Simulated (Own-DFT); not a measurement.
In3GaP4 (zincblende random alloy, atoms displaced), Al3GaN4 (wurtzite random alloy, strained, atoms displaced), Al3GaN4 (wurtzite random alloy, atoms displaced), Al3GaAs4 (zincblende random alloy, atoms displaced) (calculated)

All values are calculated (Own-DFT development build). A calculation, not a measurement: plane-wave PBE density functional theory by an unreviewed code, no spin, of a simulated periodic cell, stress positive in tension, free energy of the whole cell less one offset for each atom, forces on such cells passed a denser k mesh, this cell's mesh not checked; offsets are fitted by least squares, one for each functional and potential file, so energies compare only between cells with the same atoms and settings and are not formation energies; the far tail of each file's local potential was reset to the Coulomb form; each entry is a single point on an unrelaxed cell, so the pressure reflects the starting lattice, mostly measured values, from which strain is counted, and rises with the displacements; printed positions are rounded, which can move forces by about a meV/angstrom; the program is a retired in-house code; no spin-orbit coupling; before rounding, a Quantum ESPRESSO 7.3.1 run of the same cell and cutoff gave forces within 1 meV/angstrom rms on each cell, which checks the program and not the settings.

Common to all runs: functional PBE; potential files PseudoDojo norm-conserving, scalar-relativistic, standard set; wave cutoff 42 hartree; occupations Fermi-Dirac; smearing width 0.1 eV.

(1) In3GaP4 (zincblende random alloy, atoms displaced)

```
In3GaP4
1.0
     11.5283     0.0000     0.0000
      0.0000    11.5283     0.0000
      0.0000     0.0000    11.5283
In Ga P In Ga P In Ga P In Ga In Ga P In Ga In P In P In P In P
3 1 4 2 2 4 2 2 4 1 1 1 1 4 1 1 2 4 4 4 4 4 4 4
Direct
  0.01036 0.00290 0.99225
  0.00082 0.24239 0.25180
  0.24737 0.98276 0.25581
  0.24830 0.24467 0.00230
  0.12297 0.11454 0.12665
  0.12553 0.38277 0.37717
  0.36947 0.13574 0.37143
  0.37456 0.37034 0.12208
  0.99164 0.99220 0.49274
  0.99683 0.25461 0.75152
  0.24084 0.99892 0.75439
  0.26026 0.25285 0.51477
  0.12262 0.13309 0.62094
  0.11614 0.37231 0.87431
  0.37128 0.12013 0.87986
  0.38418 0.36075 0.62351
  0.00955 0.50641 0.00482
  0.00671 0.74189 0.25608
  0.25764 0.49259 0.25384
  0.25898 0.74183 0.99061
  0.11198 0.61562 0.13043
  0.12772 0.87298 0.37278
  0.36870 0.62129 0.37282
  0.36673 0.87963 0.12853
  0.00121 0.49749 0.51072
  0.00279 0.75059 0.76563
  0.25223 0.49545 0.74801
  0.25528 0.75363 0.50527
  0.12593 0.62267 0.61691
  0.12509 0.85700 0.88293
  0.36967 0.61384 0.87910
  0.38530 0.86985 0.62024
  0.49085 0.99735 0.01096
  0.49065 0.25449 0.23698
  0.75437 0.99558 0.24315
  0.75815 0.24291 0.00561
  0.63573 0.13127 0.11637
  0.62144 0.36960 0.37659
  0.87966 0.11639 0.37579
  0.87467 0.36538 0.12240
  0.49860 0.99552 0.50286
  0.50711 0.25515 0.75382
  0.74493 0.00629 0.75637
  0.74691 0.24976 0.50451
  0.63061 0.12443 0.62416
  0.64114 0.38057 0.87411
  0.87689 0.11944 0.87217
  0.87436 0.35975 0.63594
  0.50857 0.50851 0.00240
  0.51086 0.75603 0.25280
  0.74404 0.50997 0.25106
  0.74773 0.75517 0.99294
  0.62422 0.63524 0.11522
  0.61372 0.86537 0.37532
  0.86923 0.63361 0.37751
  0.87959 0.87104 0.13040
  0.50206 0.49070 0.50583
  0.49706 0.75165 0.75858
  0.74737 0.49218 0.75554
  0.74787 0.74437 0.50063
  0.62609 0.62419 0.61197
  0.63276 0.87654 0.87357
  0.87155 0.63041 0.87499
  0.87365 0.88277 0.63650
```

- k mesh: 3 x 3 x 3 centred on Gamma
- free energy of cell above offsets: -26.274 eV
- pressure: 5.09 GPa
- stress xx: -4.98 GPa
- stress yy: -5.02 GPa
- stress zz: -5.26 GPa
- stress yz: -0.26 GPa
- stress xz: -0.24 GPa
- stress xy: -1.16 GPa

Force:
```csv
element,x (eV/Å),y (eV/Å),z (eV/Å)
In,-1.001,-0.92,0.375
In,0.379,0.694,0.14
In,0.318,2.757,-0.048
Ga,-0.396,-0.123,-0.098
P,1.484,1.244,-0.117
P,1.209,-1.091,-0.051
P,0.358,-0.092,0.181
P,-0.652,0.39,-0.168
In,1.207,-0.243,1.299
In,1.016,-1.874,0.734
Ga,0.226,-0.024,-0.457
Ga,-1.155,-0.529,-1.443
P,1.076,-0.998,0.108
P,1.896,-0.028,1.076
P,-0.805,0.535,-0.618
P,-1.186,0.952,0.394
In,-2.351,-1.654,-1.621
In,-0.661,0.653,-0.03
Ga,-0.733,0.257,-0.137
Ga,-0.735,0.149,1.385
P,4.264,1.085,0.931
P,-0.254,-1.626,2.336
P,0.02,0.224,0.21
P,0.475,-2.75,-1.114
In,-1.384,-0.45,-0.883
Ga,-0.612,-0.475,-1.448
In,-0.629,-0.662,-0.662
Ga,-0.29,-0.511,-0.624
P,0.75,2.114,1.588
P,1.216,0.574,-0.85
P,0.272,1.132,0.007
P,-2.624,-0.071,1.126
In,1.326,0.497,-0.761
Ga,0.988,-0.723,0.987
In,-0.838,0.178,0.802
In,0.595,0.803,-1.887
P,-2.829,-1.104,2.034
P,-0.309,-0.274,-1.546
P,-1.528,1.139,-0.338
P,0.608,1.818,1.001
In,0.204,1.616,-1.072
In,0.277,-1.121,0.855
In,0.349,-0.079,-0.677
In,0.769,-0.239,-1.13
P,-1.245,-0.304,0.276
P,-2.398,-1.908,2.302
P,0.421,0.518,0.392
P,-0.974,2.252,-1.725
In,-0.546,-1.625,-0.332
In,-2.814,-1.944,-1.728
In,0.267,-1.025,-0.284
In,1.269,0.173,0.927
P,0.42,-0.01,1.191
P,2.615,2.5,1.429
P,1.017,-1.494,-0.009
P,0.549,-0.242,-1.107
In,-0.618,0.695,-1.069
In,0.569,-0.803,-0.361
In,1.642,2.473,-2.384
In,0.521,1.986,0.439
P,-0.685,-0.664,2.503
P,-2.1,0.465,0.379
P,1.158,-0.487,-0.613
P,0.623,-1.703,-0.017
```

(2) Al3GaN4 (wurtzite random alloy, strained, atoms displaced)

```
Al3GaN4
1.0
      9.5581     0.0000     0.0000
     -4.7791     8.2776     0.0000
      0.0000     0.0000    10.0655
Al N Al N Al N Al Ga N Al N Ga Al N Ga Al N Al N Al N Al N Al Ga N Al N Ga Al N Al Ga N Al Ga N Ga Al N Al Ga N Al N
2 2 2 2 2 2 1 1 2 2 2 1 1 2 1 1 2 2 2 2 2 2 2 1 1 2 2 2 1 1 2 1 1 2 1 1 2 1 1 2 1 1 2 2 2
Direct
  0.09581 0.21404 0.01022
  0.23967 0.12343 0.25349
  0.09823 0.21588 0.19271
  0.22102 0.11421 0.42683
  0.11047 0.22218 0.49653
  0.22280 0.11474 0.74580
  0.11814 0.23084 0.68941
  0.22212 0.11145 0.95073
  0.11362 0.55741 0.99451
  0.22297 0.44270 0.25253
  0.11307 0.55410 0.18856
  0.22612 0.44739 0.44476
  0.10753 0.55486 0.49742
  0.21869 0.44385 0.74580
  0.10910 0.54336 0.69061
  0.22408 0.45598 0.94302
  0.10314 0.88596 0.99873
  0.22942 0.78402 0.25374
  0.10575 0.87821 0.18745
  0.21901 0.77649 0.44113
  0.11419 0.88651 0.49619
  0.23018 0.78831 0.73958
  0.10679 0.88400 0.69028
  0.22006 0.78439 0.94553
  0.44648 0.22680 0.00334
  0.54323 0.09759 0.25373
  0.44365 0.21760 0.18783
  0.55692 0.11558 0.43383
  0.44550 0.22095 0.49523
  0.55128 0.10576 0.74589
  0.43886 0.21997 0.68575
  0.55393 0.11530 0.93926
  0.45008 0.54698 0.00060
  0.56383 0.44604 0.24967
  0.44241 0.56512 0.19030
  0.54568 0.44251 0.43773
  0.44849 0.55584 0.49048
  0.56007 0.44182 0.74769
  0.43940 0.55168 0.69828
  0.56032 0.44938 0.93620
  0.44653 0.89582 0.00213
  0.55257 0.78365 0.24509
  0.44366 0.88326 0.18898
  0.56096 0.78689 0.44146
  0.44137 0.88909 0.49408
  0.54953 0.77977 0.74920
  0.44852 0.89906 0.69310
  0.54579 0.77965 0.94278
  0.76631 0.21393 0.00930
  0.89520 0.11304 0.25634
  0.77826 0.22242 0.19025
  0.88665 0.10998 0.44320
  0.77767 0.21782 0.49577
  0.88904 0.12018 0.76041
  0.77177 0.21945 0.69047
  0.89220 0.10862 0.93630
  0.76991 0.54530 0.00804
  0.89602 0.44852 0.25651
  0.77014 0.54588 0.18399
  0.88408 0.43516 0.43190
  0.77580 0.55436 0.49833
  0.89065 0.44658 0.75087
  0.78406 0.55288 0.69051
  0.88673 0.43046 0.94407
  0.78362 0.89267 0.00221
  0.89109 0.77175 0.25017
  0.78072 0.88945 0.19089
  0.89439 0.78415 0.43842
  0.77955 0.89722 0.49976
  0.89574 0.78032 0.75465
  0.77238 0.88521 0.68545
  0.89607 0.77687 0.93788
```

* k mesh: 4 x 4 x 3 centred on Gamma
* free energy of cell above offsets: -16.944 eV
* pressure: -0.14 GPa
* stress xx: 1.73 GPa
* stress yy: 4.6 GPa
* stress zz: -5.91 GPa
* stress yz: 0.21 GPa
* stress xz: 0.38 GPa
* stress xy: -0.2 GPa

Force:
```csv
element,x (eV/Å),y (eV/Å),z (eV/Å)
Al,1.694,1.708,-1.57
Al,-2.506,-2.006,-2.907
N,2.303,1.258,0.852
N,0.62,0.388,3.131
Al,0.09,0.315,0.624
Al,-0.417,-0.222,1.223
N,0.132,-2.573,-1.042
N,-1.358,-0.056,-1.435
Al,-0.606,0.43,0.771
Al,-0.676,0.379,-0.772
N,0.662,0.942,0.66
N,-0.53,-0.256,-0.873
Al,0.531,-0.761,0.449
Ga,1.456,0.122,1.765
N,-2.65,2.82,-1.384
N,1.309,-1.981,0.629
Al,1.655,0.659,0.52
Al,-1.113,-1.647,-1.817
N,1.427,1.675,0.573
N,1.714,-0.504,-0.128
Ga,-1.403,1.069,0.313
Al,-0.449,-1.55,2.099
N,0.588,1.271,0.098
N,0.708,-0.297,-1.366
Ga,-0.386,-0.531,-1.513
Al,1.31,1.685,-1.659
N,0.821,1.083,2.09
N,-0.247,-0.885,1.354
Al,-0.789,0.231,0.339
Al,-0.078,2.096,0.888
N,0.827,0.025,-0.039
N,-0.1,-1.315,-0.626
Al,-2.748,1.715,-0.553
Al,-1.673,-0.298,-0.136
N,1.494,-2.662,0.064
N,1.391,-0.504,-0.388
Al,-1.212,0.998,1.873
Al,-0.929,0.487,-0.33
N,1.907,1.244,-1.777
N,0.443,-0.238,0.321
Al,-0.793,-0.978,-1.068
Ga,2.29,-0.527,0.688
N,-2.258,1.912,0.225
N,-0.541,-0.75,0.374
Al,0.818,0.303,0.935
Al,1.097,-0.633,0.457
N,-0.216,-1.745,-1.757
N,1.797,0.129,-0.082
Ga,1.059,0.47,-1.606
Al,-1.762,-1.012,-0.593
N,-0.212,-1.551,2.679
N,0.531,0.734,-0.31
Al,-0.432,0.232,0.836
Ga,0.526,-0.851,-3.459
N,-0.52,0.841,-0.896
N,-0.462,-0.693,3.337
Al,1.616,0.756,-2.915
Ga,0.02,-0.546,-3.778
N,0.077,0.417,1.864
N,0.367,0.554,3.93
Ga,0.099,0.342,0.15
Al,0.388,-1.11,0.629
N,-0.869,0.425,0.53
N,-0.784,2.142,-0.765
Al,-0.697,-1.059,-0.738
Ga,-0.73,0.434,-0.598
N,-0.061,0.778,-0.247
N,-1.173,-0.705,0.824
Al,0.479,-1.157,0.293
Al,-1.513,-0.528,-1.151
N,0.533,-0.134,1.057
N,-1.885,-0.803,0.84
```

(3) Al3GaN4 (wurtzite random alloy, atoms displaced)

```
Al3GaN4
1.0
      9.3938     0.0000     0.0000
     -4.6969     8.1352     0.0000
      0.0000     0.0000    10.0655
Al N Al N Ga N Al N Al Ga N Al Ga N Ga Al N Al N Ga Al N Al N Al N Ga Al N Al N Al N Al N Al N Al Ga N Ga Al N
2 2 2 2 2 2 2 2 1 1 2 1 1 2 1 1 2 2 2 1 1 2 2 2 2 2 1 1 2 2 2 2 2 2 2 2 2 1 1 2 1 1 2
Direct
  0.10644 0.22865 0.00783
  0.22504 0.11256 0.25131
  0.09604 0.20758 0.19031
  0.21922 0.10603 0.44058
  0.11372 0.22709 0.49529
  0.22068 0.11474 0.74834
  0.11282 0.22964 0.69319
  0.20437 0.10394 0.94657
  0.10198 0.54670 0.98225
  0.21611 0.43178 0.24676
  0.12540 0.56758 0.17456
  0.19679 0.43853 0.44382
  0.12553 0.56671 0.51327
  0.21292 0.42221 0.75007
  0.11583 0.54521 0.69079
  0.20586 0.43420 0.94456
  0.11683 0.89001 0.00482
  0.22056 0.78158 0.24509
  0.11120 0.89520 0.20501
  0.23110 0.78599 0.43498
  0.11734 0.89367 0.50558
  0.21549 0.77927 0.73523
  0.11537 0.89565 0.69719
  0.21900 0.78162 0.94997
  0.45139 0.23519 0.99757
  0.56776 0.11077 0.23761
  0.45352 0.23472 0.17679
  0.53406 0.08849 0.43310
  0.44623 0.22821 0.50752
  0.55337 0.10841 0.75403
  0.44177 0.21770 0.68569
  0.55099 0.10810 0.94811
  0.44762 0.55753 0.99344
  0.55750 0.44661 0.24503
  0.43716 0.55443 0.18996
  0.56340 0.45443 0.42157
  0.43591 0.56885 0.49983
  0.55513 0.45813 0.74721
  0.44506 0.55705 0.67877
  0.54600 0.44365 0.94908
  0.44883 0.88900 0.00650
  0.54930 0.78088 0.24728
  0.45326 0.90100 0.19865
  0.54729 0.78666 0.44548
  0.44907 0.86971 0.50347
  0.54611 0.77651 0.74664
  0.44495 0.88370 0.67823
  0.55481 0.78281 0.93037
  0.78733 0.21775 0.99553
  0.88083 0.11336 0.23491
  0.76654 0.21377 0.18589
  0.89145 0.09364 0.44039
  0.77841 0.22754 0.50431
  0.89885 0.11030 0.74715
  0.77108 0.21290 0.69364
  0.87375 0.10723 0.94037
  0.77472 0.55552 0.98820
  0.89292 0.43909 0.26021
  0.76807 0.54764 0.18587
  0.89104 0.44975 0.42423
  0.77468 0.56036 0.49875
  0.88057 0.44532 0.73498
  0.78673 0.55725 0.68178
  0.90667 0.45661 0.95502
  0.79177 0.89070 0.01628
  0.89557 0.76604 0.24183
  0.77892 0.88467 0.19506
  0.90500 0.77589 0.44758
  0.78625 0.90191 0.48368
  0.88219 0.78200 0.73780
  0.79363 0.88145 0.69543
  0.88135 0.77642 0.94026
```

* k mesh: 4 x 4 x 3 centred on Gamma
* free energy of cell above offsets: -6.103 eV
* pressure: 10.75 GPa
* stress xx: -11.66 GPa
* stress yy: -12.34 GPa
* stress zz: -8.24 GPa
* stress yz: 0.14 GPa
* stress xz: 1.07 GPa
* stress xy: 3.25 GPa

Force:
```csv
element,x (eV/Å),y (eV/Å),z (eV/Å)
Al,0.556,-2.245,-1.044
Al,0.581,0.639,-0.055
N,0.952,0.489,0.144
N,-0.082,2.266,0.498
Al,0.103,-1.817,0.317
Al,0.354,-0.363,1.469
N,0.762,-4.07,-2.306
N,0.355,1.435,-1.273
Ga,5.598,5.755,2.946
Ga,-1.253,1.754,0.054
N,-1.189,-2.356,2.153
N,3.039,0.726,-0.33
Al,-2.468,0.309,-3.143
Al,0.071,5.334,1.896
N,-1.546,-0.045,0.854
N,3.149,-0.115,-2.499
Al,-1.5,-0.197,0.031
Ga,1.262,-0.516,0.58
N,0.93,1.077,-3.038
N,-1.254,-1.873,2.318
Al,0.757,-0.268,-0.809
Ga,1.959,-0.512,2.876
N,-1.926,0.283,-1.584
N,1.73,0.446,-1.543
Ga,-0.895,-3.827,-0.468
Al,-4.638,0.622,2.906
N,-0.602,-1.722,3.729
N,1.242,4.018,0.464
Al,0.65,-0.959,-3.487
Al,-0.361,-0.807,-0.023
N,-0.093,1.438,2.266
N,1.32,0.47,-1.779
Ga,-3.02,1.296,1.465
Al,-0.698,-0.014,-1.126
N,1.305,0.872,0.309
N,-1.439,-0.562,4.138
Al,1.493,-1.935,-2.158
Al,1.243,-1.581,0.125
N,-0.742,-0.371,1.899
N,2.674,2.142,-4.478
Al,-1.186,-0.494,-0.453
Al,0.83,-0.902,0.605
N,0.336,-2.019,-2.424
N,9.556,-5.514,-5.074
Ga,-8.916,6.147,0.008
Al,1.954,0.468,0.242
N,-0.486,1.171,4.501
N,0.535,0.119,1.315
Al,-4.216,2.413,0.833
Al,0.74,-1.539,2.427
N,3.433,2.673,-0.829
N,-1.245,9.797,-2.496
Al,-0.544,-1.467,-1.793
Al,-1.689,-1.442,0.822
N,0.66,1.155,-0.416
N,4.014,-1.186,-0.565
Al,1.004,0.11,2.066
Al,-0.313,0.943,-6.689
N,1.768,-0.234,-0.986
N,0.055,-0.519,7.259
Al,0.701,-0.316,-2.005
Al,2.767,-1.236,2.26
N,-2.515,0.211,0.991
N,-9.573,-5.779,-4.317
Al,-1.773,-0.319,-3.028
Ga,-1.687,-0.388,1.981
N,-1.333,0.278,0.576
N,-1.689,-0.143,-0.617
Ga,0.618,-8.357,3.155
Al,6.732,-3.195,3.34
N,-8.216,4.449,-2.529
N,1.302,-0.099,-0.46
```

(4) Al3GaAs4 (zincblende random alloy, atoms displaced)

```
Al3GaAs4
1.0
     11.3183     0.0000     0.0000
      0.0000    11.3183     0.0000
      0.0000     0.0000    11.3183
Ga Al As Ga Al Ga As Al As Ga Al Ga As Al As Al Ga Al As Al As Ga Al As
1 3 4 1 2 1 4 4 4 1 1 2 4 4 4 1 1 2 4 4 4 1 3 4
Direct
  0.99419 0.99642 0.00566
  0.01468 0.25305 0.24565
  0.25655 0.98941 0.24234
  0.23331 0.25001 0.99470
  0.12241 0.11928 0.13413
  0.12783 0.38077 0.36439
  0.38796 0.12730 0.35607
  0.39820 0.37759 0.11591
  0.00341 0.00913 0.49206
  0.99858 0.26098 0.75052
  0.26170 0.99910 0.74504
  0.24306 0.24875 0.49604
  0.13805 0.10752 0.62181
  0.13643 0.37257 0.87465
  0.36796 0.11915 0.87276
  0.37966 0.36956 0.61767
  0.97864 0.50239 0.00542
  0.00530 0.74016 0.26320
  0.23929 0.51396 0.25317
  0.25707 0.73818 0.99628
  0.13112 0.63351 0.12994
  0.12110 0.86916 0.37174
  0.36095 0.61632 0.37388
  0.37958 0.87910 0.12554
  0.99549 0.49955 0.48736
  0.99837 0.74716 0.75681
  0.26032 0.50070 0.74342
  0.23920 0.76021 0.50438
  0.11666 0.62266 0.63115
  0.13093 0.87943 0.87752
  0.38777 0.62431 0.87708
  0.37384 0.88090 0.62829
  0.50536 0.99398 0.99779
  0.50518 0.24553 0.25363
  0.75457 0.99970 0.23398
  0.74232 0.25247 0.01524
  0.62898 0.11437 0.12104
  0.62849 0.36915 0.38828
  0.86255 0.11960 0.38928
  0.86971 0.37664 0.13088
  0.50038 0.99838 0.50336
  0.49355 0.24797 0.74235
  0.74438 0.99363 0.75189
  0.75059 0.24029 0.50008
  0.61888 0.12868 0.63492
  0.62736 0.37381 0.87212
  0.87708 0.12646 0.87774
  0.87119 0.36341 0.60726
  0.52049 0.50394 0.00474
  0.50361 0.74380 0.25184
  0.76461 0.50229 0.24719
  0.75133 0.74511 0.99693
  0.62899 0.61962 0.12770
  0.62142 0.88047 0.36710
  0.86463 0.62913 0.37698
  0.86780 0.87492 0.12964
  0.49621 0.51365 0.49431
  0.50931 0.75539 0.75357
  0.75338 0.49894 0.75216
  0.75046 0.74954 0.51026
  0.62027 0.60821 0.63326
  0.62949 0.87697 0.87262
  0.87010 0.62450 0.88101
  0.87647 0.89046 0.61825
```

- k mesh: 3 x 3 x 3 centred on Gamma
- free energy of cell above offsets: -14.182 eV
- pressure: 4.05 GPa
- stress xx: -3.91 GPa
- stress yy: -4.18 GPa
- stress zz: -4.04 GPa
- stress yz: -0.39 GPa
- stress xz: -0.11 GPa
- stress xy: 0.36 GPa

Force:
```csv
element,x (eV/Å),y (eV/Å),z (eV/Å)
Ga,0.29,0.165,-0.393
Al,-1.931,-0.23,0.797
Al,-0.537,0.998,1.209
Al,2.327,-1.204,1.725
As,0.52,-0.333,-0.965
As,-0.169,-0.359,1.005
As,-2.308,-1.687,2.312
As,-2.145,-0.531,0.786
Ga,0.437,-0.662,0.187
Al,0.405,-1.102,-0.359
Al,-1.088,-0.295,1.148
Ga,0.862,-0.382,-0.411
As,-1.3,1.936,-0.051
As,-2.117,2.089,-0.879
As,0.851,0.881,0.931
As,-0.654,0.844,-0.502
Al,2.456,-0.422,0.039
Al,-1.121,0.423,-1.146
Al,1.263,-2.046,-1.509
Al,0.031,1.469,0.005
As,-1.611,-0.397,-1.156
As,0.451,1.473,0.049
As,1.129,2.342,0.834
As,0.527,-1.863,-0.935
Ga,0.092,-0.103,0.68
Al,-0.069,1.211,-0.191
Ga,0.042,-0.078,0.255
Ga,0.627,-0.995,0.496
As,0.341,-0.201,-0.634
As,-0.158,-0.682,-0.032
As,0.022,-0.296,-0.309
As,1.092,-1.661,-0.843
Al,-0.752,0.605,-0.317
Al,1.47,1.679,-1.471
Al,-0.575,0.495,2.381
Al,0.456,-0.22,-1.677
As,-0.923,0.952,0.255
As,-0.061,0.943,-1.384
As,1.318,-0.19,-2.977
As,1.096,-1.293,-0.215
Al,0.04,0.699,-0.66
Ga,-0.282,0.281,1.561
Al,1.059,1.559,-0.459
Al,-1.775,0.167,0.865
As,0.916,-1.118,-0.943
As,0.091,-0.382,0.127
As,-0.552,0.332,0.004
As,0.982,1.567,1.694
Al,-1.07,-0.728,-1.42
Al,-0.757,0.185,0.155
Al,-2.034,-0.227,1.278
Al,-0.744,0.872,0.968
As,0.969,1.174,0.704
As,0.694,-0.656,0.767
As,0.715,0.116,0.249
As,1.704,-1.99,-0.733
Ga,0.087,-1.62,0.053
Al,-0.802,-0.581,-0.706
Al,0.394,-1.214,-0.388
Al,-0.953,0.586,-0.104
As,0.418,1.947,-0.296
As,-0.024,-0.848,0.914
As,0.253,0.126,-1.241
As,0.086,-1.516,0.873
```
